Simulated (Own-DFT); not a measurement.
# Response to strain: wurtzite GaN, 72 atoms (Ga36N36)

Calculated results; nothing here was measured. They come from Own-DFT, an in-house plane-wave density functional program, since retired, whose code no person has reviewed. Each row is one single-point run on a periodic cell that was not relaxed, without spin or spin-orbit coupling.

Settings of every run: PBE; PseudoDojo norm-conserving scalar-relativistic files (stringent for Ga); cutoff 96 hartree; 4 x 4 x 3 k mesh centred on Gamma; Gaussian smearing of 0.01 eV.

Known limits: forces not confirmed at this smearing and k mesh; stress not checked against mesh or cutoff.

Unstrained cell vectors in Å: (9.567, 0.000, 0.000); (-4.784, 8.285, 0.000); (0.000, 0.000, 10.370). The unstrained cell has measured lattice constants (interpolated for alloys), not those of this functional. That, the random moves and any unrelaxed bonds set the pressure at no strain. Each run strains this cell uniformly, with the atoms carried along. Every atom was also moved at random, by a Gaussian of width 0.05 Å on each axis. Strain is the symmetric tensor, in per cent. Stress is positive in tension, and the pressure is minus a third of its trace.

```
run,e_xx (%),e_yy (%),e_zz (%),s_xx (GPa),s_yy (GPa),s_zz (GPa),P (GPa),E (meV/atom)
1,0.00,0.00,0.75,-7.03,-5.38,-3.43,5.28,2.7
2,0.00,0.00,2.75,-4.02,-5.37,3.85,1.85,0.0
3,0.00,0.00,-0.50,-7.85,-7.35,-9.49,8.23,21.8
4,0.00,0.00,-0.50,-8.65,-6.93,-7.74,7.77,14.1
5,0.00,0.00,-1.25,-9.49,-6.87,-13.05,9.80,24.4
6,0.00,0.00,2.75,-3.72,-5.30,3.77,1.75,0.3
7,0.00,0.00,-1.25,-8.22,-7.35,-13.55,9.71,26.6
8,0.00,0.00,-0.25,-5.87,-7.46,-9.37,7.57,12.3
9,0.00,0.00,0.75,-5.78,-6.54,-3.47,5.26,3.7
10,0.00,0.00,-0.25,-7.02,-5.85,-9.39,7.42,11.6
11,0.00,0.00,1.75,?,?,?,?,?
```

E is the free energy for each atom above the lowest run shown.

## Worked fit

The change of volume is close to e_xx + e_yy + e_zz. A straight line through the runs shown gives P = 7.06 - 198 x (fractional change of volume) GPa, with an error of 6 on the slope and a scatter of 0.25 GPa. The strain isn't the same on all axes and the cell isn't cubic, so the slope belongs to this path and is not the bulk modulus.

## Withheld run

Question: what pressure should run 11 give? Its volume changes by 1.75 %.

The line gives 3.6 GPa. The calculation gave 4.50 GPa. This run lies off the fit, by chance or by something that the fit leaves out.
